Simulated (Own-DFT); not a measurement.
# Computed records: Hf$_{32}$O$_{63}$ (monoclinic hafnia with one vacancy, atoms displaced)

All values are calculated (Own-DFT development build). A calculation, not a measurement: plane-wave density functional theory by an unreviewed code, no spin, of a simulated periodic cell, stress positive in tension, run twice, with PBE and with PBEsol, both on files made for PBE, so the change isn't that of files made for PBEsol, defect cell not probed for a lower state with spin; hafnium file: forces about 75 meV/angstrom off all-electron values; oxygen file: force components 24 meV/angstrom off all-electron in one glass; forces on such cells passed a denser k mesh, this cell's mesh not checked; the far tail of each file's local potential was reset to the Coulomb form; each entry is a single point on an unrelaxed cell, so the pressure reflects the starting lattice, mostly measured values (interpolated for alloys), from which strain is counted, and rises with the displacements; printed positions are rounded, which can move forces by about a meV/angstrom; the program, named Own-DFT, is a retired in-house code; no spin-orbit coupling; stress was not checked against mesh or cutoff.

Entry: Hf$_{32}$O$_{63}$ (monoclinic hafnia with one vacancy, atoms displaced)

```
cell vectors (Å)
  10.2340     0.0000     0.0000
   0.0000    10.3500     0.0000
  -1.6955     0.0000    10.4453
atoms (fractions of the cell vectors)
Hf  0.14970  0.02669  0.11572
Hf  0.35806  0.25924  0.15093
Hf  0.36638  0.47298  0.40355
Hf  0.13314  0.22665  0.35569
O   0.02465  0.17310  0.16545
O   0.46579  0.40810  0.07796
O   0.47122  0.34441  0.33155
O   0.02778  0.08088  0.41764
O   0.22441  0.38796  0.25482
O   0.26567  0.13468  0.02451
O   0.27171  0.13784  0.24811
O   0.23324  0.36132  0.49800
Hf  0.13631  0.02019  0.61629
Hf  0.35513  0.26849  0.64426
Hf  0.38071  0.47102  0.89754
Hf  0.14353  0.22769  0.84298
O   0.05063  0.16527  0.68893
O   0.46504  0.42750  0.57800
O   0.45754  0.32421  0.83538
O   0.03997  0.08792  0.93431
O   0.22074  0.38225  0.74716
O   0.25630  0.13022  0.50849
O   0.27778  0.11327  0.76028
O   0.21761  0.37216  0.99123
Hf  0.14776  0.51667  0.10794
Hf  0.34751  0.77310  0.13411
Hf  0.35689  0.98439  0.40972
Hf  0.16050  0.72285  0.35046
O   0.04809  0.66066  0.17021
O   0.46639  0.90984  0.08552
O   0.45644  0.82538  0.33562
O   0.03379  0.58753  0.43596
O   0.22303  0.87596  0.24944
O   0.27485  0.63526  0.00533
O   0.27447  0.61729  0.24713
O   0.22756  0.86643  0.49050
Hf  0.13723  0.51170  0.61515
Hf  0.36700  0.76967  0.63637
Hf  0.36146  0.97455  0.88837
Hf  0.13903  0.72443  0.86043
O   0.04981  0.67216  0.68702
O   0.46287  0.91364  0.56561
O   0.45939  0.82693  0.83086
O   0.03293  0.56628  0.92597
O   0.22098  0.87769  0.74145
O   0.27806  0.61805  0.49879
O   0.22411  0.87432  0.00973
Hf  0.64671  0.01343  0.09883
Hf  0.86585  0.26854  0.15567
Hf  0.86162  0.47722  0.39948
Hf  0.64715  0.22358  0.34868
O   0.53680  0.16899  0.17676
O   0.96495  0.41808  0.07894
O   0.95297  0.34064  0.30937
O   0.53190  0.08963  0.42111
O   0.72935  0.37838  0.24305
O   0.77203  0.13664  0.01117
O   0.78372  0.12470  0.25673
O   0.73494  0.35981  0.48826
Hf  0.63718  0.03034  0.60587
Hf  0.86916  0.25339  0.64226
Hf  0.87412  0.48371  0.90143
Hf  0.62666  0.23892  0.84723
O   0.53160  0.16496  0.68668
O   0.96637  0.43397  0.56885
O   0.96141  0.33602  0.83461
O   0.52980  0.09109  0.92779
O   0.73339  0.37804  0.73568
O   0.77906  0.11754  0.52671
O   0.77001  0.10906  0.75352
O   0.72622  0.36428  0.99792
Hf  0.63140  0.52786  0.11078
Hf  0.85525  0.76269  0.15808
Hf  0.87301  0.98622  0.39506
Hf  0.64681  0.73089  0.35128
O   0.53973  0.67628  0.15964
O   0.96279  0.91266  0.08235
O   0.97055  0.83076  0.32083
O   0.53731  0.58531  0.43760
O   0.71668  0.87689  0.25453
O   0.78685  0.63422  0.00853
O   0.78592  0.61493  0.26625
O   0.71901  0.87702  0.47770
Hf  0.62689  0.51916  0.61189
Hf  0.87490  0.76527  0.64350
Hf  0.85691  0.97743  0.89476
Hf  0.63835  0.73011  0.86769
O   0.53213  0.67219  0.67671
O   0.94623  0.91628  0.59148
O   0.96354  0.83519  0.82187
O   0.52235  0.57666  0.92570
O   0.71823  0.86449  0.74422
O   0.78174  0.63992  0.52500
O   0.78205  0.62574  0.75263
O   0.74332  0.87060  0.98364
```

| Quantity | Value |
| --- | --- |
| functional | PBE, then PBEsol |
| potential files | PseudoDojo norm-conserving, scalar-relativistic, standard set |
| wave cutoff | 72 hartree |
| occupations | Fermi-Dirac |
| smearing width | 0.1 eV |
| k mesh | 2 x 2 x 2 centred on Gamma |
| PBE pressure | 9.18 GPa |
| PBE stress xx | -8.63 GPa |
| PBE stress yy | -9.61 GPa |
| PBE stress zz | -9.29 GPa |
| PBE stress yz | -0.9 GPa |
| PBE stress xz | -1.4 GPa |
| PBE stress xy | -2.08 GPa |
| PBEsol pressure | 2.77 GPa |
| PBEsol stress xx | -2.23 GPa |
| PBEsol stress yy | -3.24 GPa |
| PBEsol stress zz | -2.83 GPa |
| PBEsol stress yz | -0.87 GPa |
| PBEsol stress xz | -0.99 GPa |
| PBEsol stress xy | -1.98 GPa |
| rms change of force components from PBE to PBEsol | 0.071 eV/Å |

Force:
```csv
force element,PBE force x (eV/Å),PBE force y (eV/Å),PBE force z (eV/Å),PBEsol force x (eV/Å),PBEsol force y (eV/Å),PBEsol force z (eV/Å)
Hf,-4.376,-1.626,-2.205,-4.239,-1.527,-2.204
Hf,2.268,4.41,-1.071,2.202,4.306,-1.029
Hf,0.142,1.523,-2.304,0.147,1.431,-2.212
Hf,-0.421,2.825,-2.351,-0.38,2.722,-2.329
O,3.49,-2.141,2.015,3.412,-2.076,2.035
O,0.323,0.912,0.315,0.317,0.936,0.229
O,1.172,-1.855,-0.363,1.115,-1.824,-0.379
O,2.758,1.896,1.59,2.695,1.847,1.579
O,-0.344,-1.708,-0.192,-0.28,-1.665,-0.189
O,2.133,-0.823,-2.882,2.008,-0.797,-2.758
O,-1.566,-2.548,4.741,-1.603,-2.463,4.582
O,-1.11,0.036,-0.035,-1.005,0.031,-0.019
Hf,-0.347,-3.371,-1.292,-0.292,-3.223,-1.239
Hf,0.871,0.618,0.485,0.815,0.631,0.498
Hf,-7.104,0.13,1.422,-6.881,-0.036,1.545
Hf,-1.764,2.206,8.365,-1.729,2.121,8.16
O,-2.63,-0.533,-4.593,-2.559,-0.521,-4.451
O,-2.559,-3.65,2.342,-2.507,-3.526,2.214
O,-0.073,-1.037,-2.132,-0.065,-1.009,-2.124
O,-0.157,-0.334,-1.339,-0.121,-0.341,-1.256
O,1.372,-1.217,-0.915,1.396,-1.211,-0.916
O,1.059,-0.708,0.845,0.971,-0.698,0.826
O,0.882,0.731,-0.684,0.795,0.714,-0.684
O,1.219,-0.473,-0.044,1.234,-0.45,-0.04
Hf,-1.516,-1.409,-1.121,-1.483,-1.326,-1.104
Hf,2.041,-0.72,3.732,1.96,-0.649,3.648
Hf,2.063,-2.054,-3.185,2.029,-2.111,-3.043
Hf,-3.634,-0.738,-0.161,-3.513,-0.74,-0.205
O,-1.964,1.343,0.566,-1.879,1.3,0.609
O,1.189,1.496,-1.594,1.148,1.441,-1.609
O,0.057,0.325,-0.369,0.052,0.325,-0.394
O,1.028,0.718,-1.129,1.007,0.644,-1.051
O,0.326,1.837,-0.477,0.368,1.76,-0.474
O,0.291,-0.774,-0.651,0.202,-0.717,-0.612
O,2.081,0.211,1.388,1.923,0.236,1.346
O,-1.029,0.629,0.927,-0.899,0.609,0.894
Hf,0.679,3.611,-1.881,0.55,3.478,-1.969
Hf,-1.131,-1.345,0.847,-1.006,-1.166,0.771
Hf,0.598,-0.2,3.194,0.599,-0.239,3.127
Hf,-0.942,0.011,0.325,-1.031,0.029,0.332
O,0.594,-1.574,-1.313,0.569,-1.528,-1.223
O,0.7,0.958,2.054,0.633,0.936,1.942
O,-0.096,0.562,-0.022,-0.108,0.554,-0.071
O,4.549,3.98,-0.569,4.448,3.877,-0.497
O,0.244,0.169,0.022,0.285,0.185,0.023
O,-0.063,1.215,2.157,-0.097,1.197,2.088
O,-0.366,0.886,-3.035,-0.287,0.857,-2.924
Hf,-1.233,1.672,0.278,-1.196,1.698,0.24
Hf,-2.533,2.185,-6.428,-2.485,2.187,-6.259
Hf,0.158,1.354,-0.422,0.165,1.268,-0.403
Hf,-1.64,1.853,-0.089,-1.604,1.796,-0.125
O,0.527,-1.22,-0.456,0.511,-1.154,-0.385
O,0.404,0.066,0.736,0.396,0.086,0.661
O,3.68,-0.02,5.442,3.563,-0.052,5.272
O,-0.335,0.279,0.957,-0.302,0.25,0.991
O,-2.126,0.704,0.16,-2.009,0.671,0.178
O,-0.531,-2.222,-0.939,-0.592,-2.2,-0.895
O,-0.792,-1.79,1.452,-0.827,-1.721,1.423
O,-0.234,-0.409,0.6,-0.14,-0.415,0.564
Hf,0.067,-4.063,-0.328,0.106,-3.905,-0.34
Hf,-1.836,4.337,2.293,-1.863,4.256,2.272
Hf,-4.304,-2.1,-0.367,-4.171,-2.116,-0.316
Hf,4.552,-0.458,4.045,4.42,-0.508,3.935
O,-1.531,-0.158,-2.893,-1.474,-0.12,-2.773
O,-1.265,-4.083,2.844,-1.197,-3.929,2.718
O,2.075,-2.664,-2.25,2.032,-2.591,-2.235
O,-0.533,-1.321,-0.196,-0.509,-1.307,-0.171
O,-1.213,-1.079,-0.354,-1.142,-1.066,-0.357
O,1.053,0.588,-2.582,0.976,0.569,-2.487
O,0.554,1.511,0.557,0.493,1.469,0.493
O,-0.944,1.436,-1.198,-0.865,1.383,-1.158
Hf,1.681,-3.845,-0.654,1.627,-3.731,-0.674
Hf,4.069,1.414,-1.211,3.983,1.431,-1.164
Hf,-4.009,-5.009,-0.684,-3.943,-4.945,-0.651
Hf,-2.961,0.475,3.006,-2.862,0.501,2.937
O,-0.264,0.403,0.863,-0.231,0.37,0.876
O,0.292,0.418,0.191,0.252,0.415,0.139
O,-0.386,0.823,1.56,-0.408,0.794,1.454
O,0.653,0.363,-1.547,0.631,0.304,-1.433
O,1.524,1.027,-3.206,1.54,0.957,-3.123
O,-2.189,-0.343,0.533,-2.2,-0.313,0.527
O,-1.25,0.878,-0.596,-1.281,0.89,-0.589
O,-0.135,0.27,1.108,-0.077,0.252,1.048
Hf,4.658,2.601,0.062,4.528,2.61,0.014
Hf,-3.41,-1.62,2.16,-3.352,-1.556,2.161
Hf,3.355,0.568,0.288,3.252,0.481,0.304
Hf,1.965,-0.307,-2.822,1.974,-0.29,-2.803
O,0.307,-0.887,0.579,0.286,-0.848,0.587
O,4.512,5.136,-2.276,4.407,5.014,-2.264
O,0.864,0.205,1.699,0.837,0.169,1.605
O,4.864,3.333,0.151,4.747,3.238,0.214
O,-0.519,1.545,-0.626,-0.45,1.494,-0.559
O,-1.099,-2.531,-3.348,-1.112,-2.459,-3.253
O,-1.556,-1.114,2.294,-1.576,-1.066,2.233
O,-3.921,-0.602,2.191,-3.778,-0.585,2.126
```
